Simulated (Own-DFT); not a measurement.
Simulation results for Si4SnGe11 (diamond-structure random alloy, atoms displaced)

Computed with Own-DFT development build. A calculation, not a measurement: plane-wave density functional theory by an unreviewed code, no spin, of a simulated periodic cell, stress positive in tension, run twice, with PBE and with PBEsol, both on files made for PBE, so the change isn't that of files made for PBEsol, forces on such cells moved up to 12 meV/angstrom on a denser k mesh; the far tail of each file's local potential was reset to the Coulomb form; each entry is a single point on an unrelaxed cell, so the pressure reflects the starting lattice, mostly measured values (interpolated for alloys), from which strain is counted, and rises with the displacements; printed positions are rounded, which can move forces by about a meV/angstrom; the program, named Own-DFT, is a retired in-house code; no spin-orbit coupling; stress was not checked against mesh or cutoff.

Settings shared by all entries: functional PBE, then PBEsol; potential files PseudoDojo norm-conserving, scalar-relativistic, standard set; wave cutoff 49 hartree; occupations Fermi-Dirac; smearing width 0.1 eV; k mesh 3 x 3 x 3 centred on Gamma.

(1) Si4SnGe11 (diamond-structure random alloy, atoms displaced)

```xyz
64
Lattice="11.3064 0.0000 0.0000 0.0000 11.3064 0.0000 0.0000 0.0000 11.3064" Properties=species:S:1:pos:R:3 Si4SnGe11
Ge    11.2999    11.2844    11.2835
Ge     0.0124     2.8298     2.8277
Ge     2.8097    11.2701     2.8912
Ge     2.8169     2.8478     0.0122
Ge     1.4786     1.4019     1.4069
Si     1.4667     4.2827     4.2340
Ge     4.2212     1.4290     4.2753
Ge     4.1802     4.2780     1.3481
Ge    11.2994     0.0169     5.6597
Ge     0.0059     2.8449     8.5102
Ge     2.8327     0.0492     8.4827
Ge     2.8209     2.7970     5.6109
Ge     1.4138     1.3902     7.0728
Si     1.3651     4.2124     9.9088
Ge     4.2631     1.4219     9.8782
Sn     4.2154     4.2606     7.0484
Si    11.2683     5.6063     0.0174
Ge     0.0093     8.4392     2.8601
Sn     2.8047     5.6919     2.8260
Ge     2.8005     8.4886     0.0053
Si     1.3590     7.0499     1.3644
Ge     1.4060     9.9048     4.2737
Ge     4.2881     7.0615     4.2492
Ge     4.2667     9.8522     1.4416
Ge     0.0020     5.6601     5.6727
Ge    11.2863     8.5157     8.3971
Ge     2.8447     5.6685     8.5110
Si     2.8106     8.4957     5.6476
Ge     1.4484     7.0692     7.0238
Ge     1.4203     9.9102     9.9000
Si     4.2140     7.1060     9.9087
Si     4.2236     9.8913     7.0643
Si     5.6346    11.2905    11.2973
Ge     5.6783     2.8537     2.8410
Si     8.4356    11.2986     2.8335
Ge     8.4228     2.8399     0.0181
Si     7.0399     1.4496     1.4337
Ge     7.1155     4.2351     4.2400
Ge     9.8668     1.3504     4.3031
Ge     9.8656     4.2852     1.3798
Ge     5.6172     0.0055     5.6018
Sn     5.7060     2.8146     8.4506
Ge     8.4271     0.0018     8.4497
Ge     8.4822     2.8751     5.6185
Ge     7.0284     1.4036     7.0657
Ge     7.1309     4.2493     9.9086
Ge     9.9102     1.4009     9.8770
Ge     9.9154     4.2464     7.0807
Sn     5.6598     5.6318     0.0288
Ge     5.6202     8.4667     2.8365
Si     8.5621     5.5785     2.7945
Ge     8.5141     8.4604    11.2820
Ge     7.0978     7.0904     1.4551
Si     7.0944     9.8742     4.2371
Ge     9.8391     7.0818     4.2882
Si     9.8749     9.8765     1.4634
Ge     5.6724     5.6139     5.6487
Si     5.6428     8.4532     8.5390
Si     8.5046     5.6354     8.5191
Si     8.4826     8.5310     5.6365
Ge     7.0700     7.0937     7.0552
Ge     7.0771     9.8797     9.8655
Ge     9.8911     7.0860     9.8618
Ge     9.9063     9.8857     7.0951
```

It finds PBE pressure 3.91 GPa; PBE stress xx -3.95 GPa; PBE stress yy -3.87 GPa; PBE stress zz -3.9 GPa; PBE stress yz 0.24 GPa; PBE stress xz 0.24 GPa; PBE stress xy 0.17 GPa; PBEsol pressure 1.24 GPa; PBEsol stress xx -1.28 GPa; PBEsol stress yy -1.21 GPa; PBEsol stress zz -1.24 GPa; PBEsol stress yz 0.23 GPa; PBEsol stress xz 0.24 GPa; PBEsol stress xy 0.16 GPa; rms change of force components from PBE to PBEsol 0.044 eV/Å.

Force:
| force element | PBE force x (eV/Å) | PBE force y (eV/Å) | PBE force z (eV/Å) | PBEsol force x (eV/Å) | PBEsol force y (eV/Å) | PBEsol force z (eV/Å) |
| --- | --- | --- | --- | --- | --- | --- |
| Ge | -0.229 | -0.085 | 0.878 | -0.183 | -0.057 | 0.807 |
| Ge | 0.068 | 0.119 | 0.312 | 0.046 | 0.088 | 0.274 |
| Ge | 0.503 | 0.254 | -0.555 | 0.482 | 0.249 | -0.533 |
| Ge | -0.17 | -0.258 | -0.756 | -0.127 | -0.279 | -0.692 |
| Ge | -0.672 | -0.182 | 0.162 | -0.649 | -0.169 | 0.155 |
| Si | -1.766 | -1.513 | 1.105 | -1.73 | -1.487 | 1.089 |
| Ge | 0.288 | -0.112 | -0.898 | 0.278 | -0.109 | -0.856 |
| Ge | 0.174 | -2.202 | 1.067 | 0.171 | -2.138 | 1.034 |
| Ge | 0.05 | -0.456 | 0.439 | 0.051 | -0.439 | 0.428 |
| Ge | 0.156 | -0.159 | -0.263 | 0.111 | -0.196 | -0.296 |
| Ge | 0.316 | -0.831 | -0.171 | 0.269 | -0.766 | -0.138 |
| Ge | -1.442 | -0.119 | -0.45 | -1.359 | -0.156 | -0.408 |
| Ge | -0.132 | 0.543 | -0.079 | -0.124 | 0.52 | -0.074 |
| Si | 0.278 | 0.698 | 0.34 | 0.312 | 0.641 | 0.292 |
| Ge | -0.742 | -0.857 | 1.441 | -0.759 | -0.802 | 1.361 |
| Sn | -1.162 | 0.439 | -0.78 | -1.122 | 0.43 | -0.766 |
| Si | 0.577 | 0.666 | -0.678 | 0.485 | 0.646 | -0.659 |
| Ge | -0.25 | 0.254 | -0.559 | -0.245 | 0.251 | -0.477 |
| Sn | -0.165 | 0.409 | -0.345 | -0.062 | 0.399 | -0.345 |
| Ge | 0.002 | -0.443 | 0.061 | 0.001 | -0.365 | 0.061 |
| Si | -0.902 | 0.644 | -0.788 | -0.843 | 0.678 | -0.731 |
| Ge | -0.043 | -0.569 | 0.134 | -0.073 | -0.513 | 0.094 |
| Ge | 0.212 | 1.067 | 1.249 | 0.242 | 1.002 | 1.169 |
| Ge | -0.285 | 0.747 | -0.408 | -0.308 | 0.682 | -0.358 |
| Ge | 0.304 | -0.246 | -0.469 | 0.266 | -0.206 | -0.416 |
| Ge | 0.85 | -0.652 | 0.859 | 0.816 | -0.623 | 0.832 |
| Ge | -1.38 | 0.993 | 1.345 | -1.34 | 0.96 | 1.233 |
| Si | 0.743 | 0.124 | 0.22 | 0.684 | 0.085 | 0.175 |
| Ge | -0.008 | 0.231 | 0.274 | -0.052 | 0.186 | 0.295 |
| Ge | -0.144 | -0.133 | -0.513 | -0.141 | -0.115 | -0.493 |
| Si | -0.299 | 0.531 | -0.659 | -0.339 | 0.481 | -0.605 |
| Si | 0.153 | -0.428 | 0.172 | 0.155 | -0.341 | 0.175 |
| Si | 0.396 | 0.233 | 0.37 | 0.354 | 0.194 | 0.323 |
| Ge | -0.562 | -0.164 | -0.41 | -0.575 | -0.126 | -0.358 |
| Si | 0.051 | -0.129 | -0.278 | 0.086 | -0.084 | -0.239 |
| Ge | 0.636 | -0.677 | 0.171 | 0.643 | -0.603 | 0.124 |
| Si | -0.075 | -0.942 | -0.12 | -0.077 | -0.841 | -0.119 |
| Ge | -0.024 | 0.626 | -0.715 | -0.06 | 0.568 | -0.652 |
| Ge | -0.217 | 0.545 | -1.128 | -0.176 | 0.56 | -1.051 |
| Ge | 0.496 | -0.808 | 0.138 | 0.474 | -0.856 | 0.126 |
| Ge | 0.447 | -0.879 | 0.507 | 0.424 | -0.777 | 0.492 |
| Sn | 0.579 | -0.094 | 1.685 | 0.563 | -0.101 | 1.641 |
| Ge | 0.547 | 0.049 | 0.062 | 0.532 | 0.044 | 0.062 |
| Ge | 0.187 | -0.807 | 0.84 | 0.18 | -0.784 | 0.812 |
| Ge | 1.554 | -1.215 | -1.999 | 1.508 | -1.177 | -1.933 |
| Ge | 1.157 | 0.235 | -0.538 | 1.095 | 0.185 | -0.478 |
| Ge | -0.593 | 0.094 | 0.259 | -0.568 | 0.093 | 0.245 |
| Ge | -0.389 | 0.23 | 0.26 | -0.345 | 0.195 | 0.22 |
| Sn | 0.265 | 1.172 | -0.846 | 0.288 | 1.093 | -0.781 |
| Ge | 1.096 | 0.288 | 0.469 | 1.023 | 0.243 | 0.42 |
| Si | -0.863 | 1.197 | 0.691 | -0.845 | 1.169 | 0.676 |
| Ge | -0.039 | 0.571 | 0.635 | -0.067 | 0.521 | 0.577 |
| Ge | 1.053 | 0.149 | 0.876 | 0.986 | 0.17 | 0.815 |
| Si | -0.256 | 0.248 | -0.198 | -0.335 | 0.247 | -0.198 |
| Ge | -0.033 | -0.463 | -0.398 | 0.043 | -0.454 | -0.388 |
| Si | -0.009 | 0.296 | -0.111 | 0.031 | 0.246 | -0.143 |
| Ge | 1.214 | 1.429 | -0.963 | 1.175 | 1.389 | -0.939 |
| Si | -0.571 | 0.289 | -0.719 | -0.478 | 0.291 | -0.712 |
| Si | -0.051 | 0.364 | -0.572 | -0.052 | 0.355 | -0.56 |
| Si | -0.293 | 0.02 | 0.274 | -0.24 | -0.028 | 0.315 |
| Ge | 0.285 | -0.065 | 0.453 | 0.248 | -0.105 | 0.411 |
| Ge | -0.584 | 0.019 | 0.496 | -0.498 | 0.02 | 0.478 |
| Ge | 0.524 | -0.714 | -0.002 | 0.497 | -0.626 | 0.004 |
| Ge | -0.814 | 0.431 | -0.879 | -0.748 | 0.446 | -0.816 |

(2) Si4SnGe11 (diamond-structure random alloy, atoms displaced)

```xyz
64
Lattice="11.3064 0.0000 0.0000 0.0000 11.3064 0.0000 0.0000 0.0000 11.3064" Properties=species:S:1:pos:R:3 Si4SnGe11
Ge     0.0776    11.2848    11.2591
Ge    11.2780     2.8387     2.8546
Ge     2.7832     0.0096     2.7833
Si     2.8648     2.8681     0.0455
Si     1.4328     1.3846     1.4079
Ge     1.4109     4.2510     4.2127
Ge     4.2136     1.4349     4.1779
Ge     4.2613     4.2319     1.4085
Sn     0.0055    11.3022     5.6754
Ge     0.0425     2.8570     8.5269
Ge     2.7966     0.0353     8.4660
Ge     2.8356     2.8267     5.6423
Si     1.4171     1.3855     7.0716
Ge     1.4448     4.2003     9.9146
Sn     4.2813     1.3937     9.9049
Sn     4.1924     4.2421     7.0776
Si     0.0178     5.6434    11.2975
Si    11.2797     8.4387     2.8925
Ge     2.7744     5.6747     2.7877
Ge     2.8552     8.4451     0.0301
Si     1.4598     7.0917     1.4462
Ge     1.4080     9.8693     4.1908
Ge     4.2651     7.1336     4.2372
Ge     4.2499     9.9561     1.3862
Ge    11.2788     5.6416     5.6257
Si    11.2967     8.4481     8.5008
Ge     2.8314     5.7073     8.5189
Ge     2.8411     8.4866     5.7002
Ge     1.4076     7.0527     7.0330
Ge     1.3169     9.9025     9.8449
Ge     4.2982     7.0496     9.8431
Ge     4.3024     9.8977     7.0921
Ge     5.6143     0.0050    11.3047
Ge     5.6717     2.8300     2.8678
Si     8.4190    11.2953     2.8338
Ge     8.4934     2.8378    11.2712
Si     7.1236     1.4201     1.3679
Ge     7.0979     4.2515     4.1622
Ge     9.9349     1.4387     4.2631
Ge     9.8891     4.2057     1.3959
Ge     5.6160    11.2936     5.6062
Ge     5.6326     2.8493     8.4580
Ge     8.4808     0.0673     8.4736
Ge     8.4958     2.8709     5.6963
Si     7.0647     1.4224     7.0542
Ge     7.0773     4.3130     9.8909
Ge     9.9335     1.4578     9.8852
Ge     9.8702     4.2449     7.0185
Ge     5.6463     5.5641    11.2822
Ge     5.6290     8.4913     2.8661
Ge     8.4530     5.6612     2.8419
Ge     8.4860     8.4575     0.0369
Si     7.0501     7.0747     1.3655
Si     7.0540     9.9090     4.1807
Sn     9.9125     7.0663     4.2865
Si     9.9536     9.8922     1.3959
Ge     5.6975     5.6564     5.7111
Si     5.6358     8.4965     8.4802
Ge     8.4947     5.6643     8.4912
Ge     8.4548     8.5003     5.6833
Si     7.0474     7.0454     7.0429
Si     7.0934     9.9096     9.9655
Ge     9.8251     7.1020     9.9318
Ge     9.8863     9.8735     7.0928
```

The calculation gives: PBE pressure 4 GPa; PBE stress xx -3.95 GPa; PBE stress yy -4.05 GPa; PBE stress zz -4.01 GPa; PBE stress yz 0.44 GPa; PBE stress xz -0.05 GPa; PBE stress xy -0.58 GPa; PBEsol pressure 1.33 GPa; PBEsol stress xx -1.28 GPa; PBEsol stress yy -1.37 GPa; PBEsol stress zz -1.34 GPa; PBEsol stress yz 0.43 GPa; PBEsol stress xz -0.05 GPa; PBEsol stress xy -0.55 GPa; rms change of force components from PBE to PBEsol 0.047 eV/Å.

Force:
| force element | PBE force x (eV/Å) | PBE force y (eV/Å) | PBE force z (eV/Å) | PBEsol force x (eV/Å) | PBEsol force y (eV/Å) | PBEsol force z (eV/Å) |
| --- | --- | --- | --- | --- | --- | --- |
| Ge | -0.949 | 0.672 | 1.045 | -0.914 | 0.641 | 0.937 |
| Ge | 0.589 | -0.45 | -0.84 | 0.536 | -0.409 | -0.774 |
| Ge | 0.177 | -0.016 | -0.01 | 0.213 | -0.052 | 0.027 |
| Si | -1.095 | -0.24 | 0.68 | -1.038 | -0.196 | 0.636 |
| Si | -0.156 | 0.987 | -0.303 | -0.185 | 0.929 | -0.265 |
| Ge | 0.063 | -0.183 | 0.245 | 0.056 | -0.177 | 0.235 |
| Ge | -0.169 | -0.354 | 0.398 | -0.162 | -0.338 | 0.389 |
| Ge | -0.449 | -0.099 | 0.47 | -0.397 | -0.061 | 0.482 |
| Sn | 0.308 | -0.304 | -0.02 | 0.251 | -0.335 | -0.064 |
| Ge | -0.029 | -0.333 | -1.176 | -0.054 | -0.303 | -1.1 |
| Ge | -0.703 | -1.077 | -0.836 | -0.647 | -1.078 | -0.777 |
| Ge | -1.524 | -1.308 | -0.856 | -1.45 | -1.239 | -0.863 |
| Si | 0.867 | 1.543 | 0.788 | 0.853 | 1.514 | 0.779 |
| Ge | 0.161 | 0.819 | 0.679 | 0.145 | 0.794 | 0.583 |
| Sn | -1.182 | 1.024 | -0.124 | -1.11 | 0.954 | -0.16 |
| Sn | 0.128 | 0.554 | -0.134 | 0.134 | 0.539 | -0.129 |
| Si | 0.104 | 0.414 | 0.407 | 0.069 | 0.37 | 0.366 |
| Si | 1.473 | 1.378 | -2.392 | 1.449 | 1.352 | -2.272 |
| Ge | 0.829 | 0.173 | 0.276 | 0.837 | 0.128 | 0.306 |
| Ge | -0.284 | 0.32 | -0.504 | -0.235 | 0.344 | -0.511 |
| Si | -1.372 | -0.016 | -0.389 | -1.27 | -0.017 | -0.38 |
| Ge | 0.716 | -0.903 | -0.41 | 0.73 | -0.841 | -0.36 |
| Ge | -0.459 | -1.095 | 0.516 | -0.445 | -1.049 | 0.501 |
| Ge | -0.218 | -0.731 | 0.536 | -0.215 | -0.703 | 0.514 |
| Ge | 1.619 | -1.351 | 1.39 | 1.569 | -1.311 | 1.351 |
| Si | -0.42 | -0.152 | -0.335 | -0.414 | -0.145 | -0.33 |
| Ge | -1.237 | 0.412 | 0.561 | -1.191 | 0.396 | 0.54 |
| Ge | 0.061 | 0.299 | -0.452 | 0.061 | 0.284 | -0.442 |
| Ge | -0.397 | 0.181 | 0.674 | -0.349 | 0.148 | 0.621 |
| Ge | 1.291 | -1 | -0.288 | 1.278 | -0.91 | -0.244 |
| Ge | -0.038 | 0.483 | 0.578 | -0.084 | 0.422 | 0.587 |
| Ge | -0.608 | 0.001 | 0.168 | -0.636 | 0.037 | 0.118 |
| Ge | 2.552 | -1.09 | 1.32 | 2.405 | -1.057 | 1.288 |
| Ge | 0.383 | -0.444 | -1.095 | 0.341 | -0.395 | -1.033 |
| Si | 0.846 | 0.189 | -0.538 | 0.872 | 0.223 | -0.5 |
| Ge | -0.31 | -0.117 | 0.165 | -0.264 | -0.077 | 0.132 |
| Si | -0.463 | -0.292 | 0.53 | -0.494 | -0.242 | 0.475 |
| Ge | -0.308 | -0.027 | 1.302 | -0.295 | -0.023 | 1.262 |
| Ge | -1.951 | 0.408 | -1.068 | -1.854 | 0.438 | -1.007 |
| Ge | 0.217 | 0.786 | -0.037 | 0.181 | 0.725 | -0.004 |
| Ge | 0.851 | 0.36 | -0.033 | 0.76 | 0.348 | -0.025 |
| Ge | 2.542 | -0.345 | 0.056 | 2.434 | -0.307 | 0.086 |
| Ge | -0.403 | -0.525 | 0.268 | -0.323 | -0.509 | 0.264 |
| Ge | -0.77 | -0.864 | -0.716 | -0.704 | -0.799 | -0.722 |
| Si | -0.282 | 0.125 | -0.162 | -0.275 | 0.129 | -0.156 |
| Ge | 0.171 | -1.117 | -0.465 | 0.163 | -1.08 | -0.45 |
| Ge | -0.085 | -0.436 | 0.162 | -0.078 | -0.413 | 0.146 |
| Ge | 0.695 | 0.196 | 1.098 | 0.67 | 0.191 | 1.056 |
| Ge | 0.185 | 1.37 | 0.47 | 0.157 | 1.294 | 0.422 |
| Ge | 0.762 | 0.319 | -1.095 | 0.669 | 0.301 | -1.057 |
| Ge | -0.454 | -0.189 | -1.854 | -0.423 | -0.23 | -1.758 |
| Ge | -0.331 | 0.899 | 0.412 | -0.283 | 0.834 | 0.356 |
| Si | -0.373 | -0.342 | 0.59 | -0.363 | -0.337 | 0.574 |
| Si | 0.209 | -0.026 | 0.515 | 0.154 | -0.075 | 0.55 |
| Sn | -1.08 | 0.361 | -0.459 | -1.093 | 0.295 | -0.389 |
| Si | -0.349 | 0.011 | 0.817 | -0.337 | 0.013 | 0.727 |
| Ge | 0.559 | 0.752 | -1.629 | 0.509 | 0.696 | -1.614 |
| Si | 1.337 | -0.087 | 0.177 | 1.24 | -0.085 | 0.172 |
| Ge | -0.229 | 0.494 | -0.624 | -0.203 | 0.449 | -0.568 |
| Ge | -1.437 | 0.859 | 0.552 | -1.327 | 0.832 | 0.54 |
| Si | 0.106 | 0.783 | 0.837 | 0.138 | 0.726 | 0.781 |
| Si | -0.344 | -0.192 | -0.792 | -0.305 | -0.158 | -0.74 |
| Ge | 1.364 | -0.571 | -0.312 | 1.254 | -0.557 | -0.3 |
| Ge | -0.707 | -0.897 | 1.268 | -0.714 | -0.838 | 1.189 |

(3) Si4SnGe11 (diamond-structure random alloy, atoms displaced)

```xyz
64
Lattice="11.3064 0.0000 0.0000 0.0000 11.3064 0.0000 0.0000 0.0000 11.3064" Properties=species:S:1:pos:R:3 Si4SnGe11
Ge     0.0077     0.0252     0.1005
Ge    11.2697     2.8351     2.8441
Si     2.8449    11.2796     2.8723
Ge     2.7979     2.8287     0.0152
Ge     1.3758     1.3805     1.4080
Ge     1.3662     4.2700     4.2292
Ge     4.2099     1.4276     4.2625
Ge     4.2556     4.2460     1.4036
Ge    11.2561     0.0601     5.6725
Ge    11.2734     2.8275     8.4453
Ge     2.8023    11.2977     8.4507
Ge     2.7732     2.8830     5.6170
Ge     1.4738     1.4032     7.0683
Sn     1.4306     4.1793     9.9357
Ge     4.2037     1.4230     9.8716
Ge     4.2716     4.2279     7.0665
Ge    11.2764     5.6917    11.2618
Si    11.3061     8.4760     2.8508
Ge     2.8108     5.6500     2.8372
Si     2.8414     8.4203     0.0429
Ge     1.4089     7.0566     1.4493
Ge     1.4400     9.8412     4.2526
Si     4.2371     7.0415     4.2677
Ge     4.2336     9.8578     1.4116
Sn     0.0053     5.6538     5.6230
Ge    11.3018     8.4806     8.4191
Ge     2.7909     5.6645     8.4741
Si     2.8339     8.4434     5.6669
Ge     1.3790     7.0606     7.1262
Ge     1.3559     9.8642     9.8731
Ge     4.2325     7.0361     9.8880
Ge     4.2363     9.9407     7.0116
Ge     5.7017    11.2882     0.0214
Si     5.6105     2.8046     2.8741
Si     8.4479    11.2784     2.8358
Si     8.4492     2.8196     0.0191
Ge     7.0818     1.4120     1.4297
Si     7.0253     4.2190     4.1937
Ge     9.9445     1.4118     4.1685
Ge     9.9307     4.2316     1.4416
Ge     5.6110    11.2685     5.6605
Ge     5.6973     2.7930     8.5451
Ge     8.4730     0.0097     8.5057
Ge     8.4455     2.8830     5.6716
Ge     7.0766     1.4016     7.0908
Ge     7.1073     4.2399     9.8931
Sn     9.9080     1.4523     9.8464
Si     9.8864     4.2498     7.0499
Si     5.6136     5.6642     0.0151
Ge     5.6650     8.5037     2.8629
Ge     8.5086     5.6599     2.8494
Ge     8.3993     8.4612     0.0438
Si     7.0742     7.1152     1.4463
Ge     7.0984     9.9063     4.2900
Si     9.8672     7.0430     4.2630
Ge     9.9006     9.9369     1.4506
Ge     5.6261     5.6537     5.6659
Ge     5.6044     8.5090     8.5098
Si     8.4770     5.6268     8.4661
Ge     8.5328     8.4857     5.6839
Ge     7.0173     7.0682     7.0255
Si     7.0650     9.8891     9.8691
Si     9.8767     7.0380     9.8834
Sn     9.8881     9.8467     7.0838
```

The calculation gives: PBE pressure 3.96 GPa; PBE stress xx -3.93 GPa; PBE stress yy -3.99 GPa; PBE stress zz -3.97 GPa; PBE stress yz 0.45 GPa; PBE stress xz -0.34 GPa; PBE stress xy -0.3 GPa; PBEsol pressure 1.29 GPa; PBEsol stress xx -1.26 GPa; PBEsol stress yy -1.32 GPa; PBEsol stress zz -1.3 GPa; PBEsol stress yz 0.43 GPa; PBEsol stress xz -0.32 GPa; PBEsol stress xy -0.28 GPa; rms change of force components from PBE to PBEsol 0.044 eV/Å.

Force:
| force element | PBE force x (eV/Å) | PBE force y (eV/Å) | PBE force z (eV/Å) | PBEsol force x (eV/Å) | PBEsol force y (eV/Å) | PBEsol force z (eV/Å) |
| --- | --- | --- | --- | --- | --- | --- |
| Ge | 0.148 | -1.066 | -0.814 | 0.141 | -1.024 | -0.786 |
| Ge | 0.855 | -0.028 | -0.479 | 0.819 | -0.024 | -0.461 |
| Si | -0.24 | 0.042 | -0.489 | -0.238 | 0.039 | -0.472 |
| Ge | 1.656 | -1.691 | 1.578 | 1.6 | -1.639 | 1.521 |
| Ge | 1.185 | 0.333 | 1.265 | 1.109 | 0.348 | 1.186 |
| Ge | 1.377 | -1.382 | -1.453 | 1.346 | -1.344 | -1.41 |
| Ge | -0.07 | -0.183 | -0.331 | -0.071 | -0.179 | -0.256 |
| Ge | 0.19 | -0.23 | 0.353 | 0.106 | -0.229 | 0.342 |
| Ge | 1.521 | 0.194 | -0.941 | 1.478 | 0.194 | -0.914 |
| Ge | 0.679 | 0.714 | -2.376 | 0.694 | 0.654 | -2.264 |
| Ge | 0.208 | -0.287 | 0.485 | 0.201 | -0.262 | 0.46 |
| Ge | 0.467 | -0.223 | 0.375 | 0.455 | -0.223 | 0.369 |
| Ge | -0.796 | 0.483 | -0.381 | -0.777 | 0.467 | -0.368 |
| Sn | -0.869 | 0.988 | -0.945 | -0.844 | 0.961 | -0.92 |
| Ge | 0.276 | -0.441 | 0.569 | 0.269 | -0.421 | 0.547 |
| Ge | -0.294 | -0.114 | 0.32 | -0.29 | -0.099 | 0.301 |
| Ge | -0.655 | 0.628 | 1.038 | -0.593 | 0.563 | 1.051 |
| Si | -0.423 | -0.257 | 0.181 | -0.379 | -0.215 | 0.146 |
| Ge | 0.534 | 0.107 | 0.18 | 0.474 | 0.07 | 0.141 |
| Si | -0.317 | 0.364 | -0.519 | -0.307 | 0.351 | -0.509 |
| Ge | -0.354 | 0.512 | -0.268 | -0.337 | 0.426 | -0.258 |
| Ge | -0.188 | 0.299 | 0.129 | -0.21 | 0.319 | 0.149 |
| Si | -0.237 | 0.431 | 0.003 | -0.194 | 0.382 | -0.035 |
| Ge | -0.306 | 0.342 | 0.107 | -0.225 | 0.335 | 0.111 |
| Sn | -0.812 | 0.446 | 0.873 | -0.7 | 0.425 | 0.853 |
| Ge | 0.691 | -1.633 | 2.39 | 0.704 | -1.559 | 2.287 |
| Ge | 1.172 | 0.267 | -0.622 | 1.134 | 0.264 | -0.599 |
| Si | 0.118 | -0.204 | -0.021 | 0.071 | -0.157 | 0.021 |
| Ge | 1.518 | 0.967 | -0.188 | 1.446 | 0.912 | -0.146 |
| Ge | 0.729 | -0.127 | 0.936 | 0.682 | -0.095 | 0.869 |
| Ge | -0.177 | 0.168 | 0.562 | -0.179 | 0.165 | 0.474 |
| Ge | -0.707 | -1.142 | 0.473 | -0.65 | -1.068 | 0.487 |
| Ge | -0.419 | -0.135 | -0.574 | -0.434 | -0.101 | -0.523 |
| Si | 0.484 | 0.221 | -0.415 | 0.426 | 0.174 | -0.443 |
| Si | 0.34 | 0.432 | 0.096 | 0.334 | 0.424 | 0.09 |
| Si | -0.235 | 0.935 | 0.84 | -0.233 | 0.915 | 0.821 |
| Ge | -0.092 | 0.318 | 0.481 | -0.125 | 0.27 | 0.432 |
| Si | -0.094 | 0.225 | 0.251 | -0.044 | 0.26 | 0.287 |
| Ge | -1.499 | -0.199 | 0.603 | -1.407 | -0.163 | 0.611 |
| Ge | -0.81 | 0.167 | -0.78 | -0.751 | 0.187 | -0.719 |
| Ge | 0.773 | 0.994 | -0.268 | 0.746 | 0.957 | -0.246 |
| Ge | -0.338 | 0.282 | -0.485 | -0.329 | 0.269 | -0.471 |
| Ge | -1.875 | -0.761 | -0.003 | -1.788 | -0.701 | -0.04 |
| Ge | 0.261 | -0.226 | -0.526 | 0.25 | -0.279 | -0.501 |
| Ge | -0.299 | -0.079 | -0.388 | -0.286 | -0.077 | -0.368 |
| Ge | -0.208 | 0.487 | 0.704 | -0.241 | 0.431 | 0.65 |
| Sn | -0.447 | -0.393 | 1.643 | -0.393 | -0.42 | 1.551 |
| Si | -1.074 | -0.568 | 1.103 | -1.012 | -0.605 | 1.044 |
| Si | 1.022 | 0.262 | 0.052 | 0.959 | 0.225 | 0.014 |
| Ge | -0.113 | -0.602 | 0.131 | -0.109 | -0.519 | 0.126 |
| Ge | -0.67 | 0.04 | -0.113 | -0.615 | 0.003 | -0.137 |
| Ge | 0.797 | 0.284 | -0.818 | 0.808 | 0.312 | -0.772 |
| Si | -0.708 | -1.032 | 0.056 | -0.656 | -0.971 | 0.087 |
| Ge | 0.027 | -0.041 | -0.319 | -0.013 | -0.074 | -0.274 |
| Si | -0.54 | 1.599 | -1.334 | -0.567 | 1.535 | -1.278 |
| Ge | -0.369 | -0.826 | 0.404 | -0.346 | -0.79 | 0.331 |
| Ge | 0.191 | -0.347 | -0.925 | 0.188 | -0.337 | -0.825 |
| Ge | 0.43 | 0.148 | -0.221 | 0.384 | 0.111 | -0.249 |
| Si | 0.385 | 0.343 | -0.179 | 0.3 | 0.333 | -0.174 |
| Ge | -1.6 | -1.809 | -1.76 | -1.593 | -1.719 | -1.672 |
| Ge | 0.577 | 0.011 | 0.795 | 0.529 | 0.038 | 0.737 |
| Si | -0.065 | 0.01 | 0.309 | -0.063 | 0.013 | 0.303 |
| Si | -0.589 | 0.373 | -0.326 | -0.536 | 0.402 | -0.282 |
| Sn | -0.121 | 1.606 | -0.022 | -0.116 | 1.561 | -0.027 |
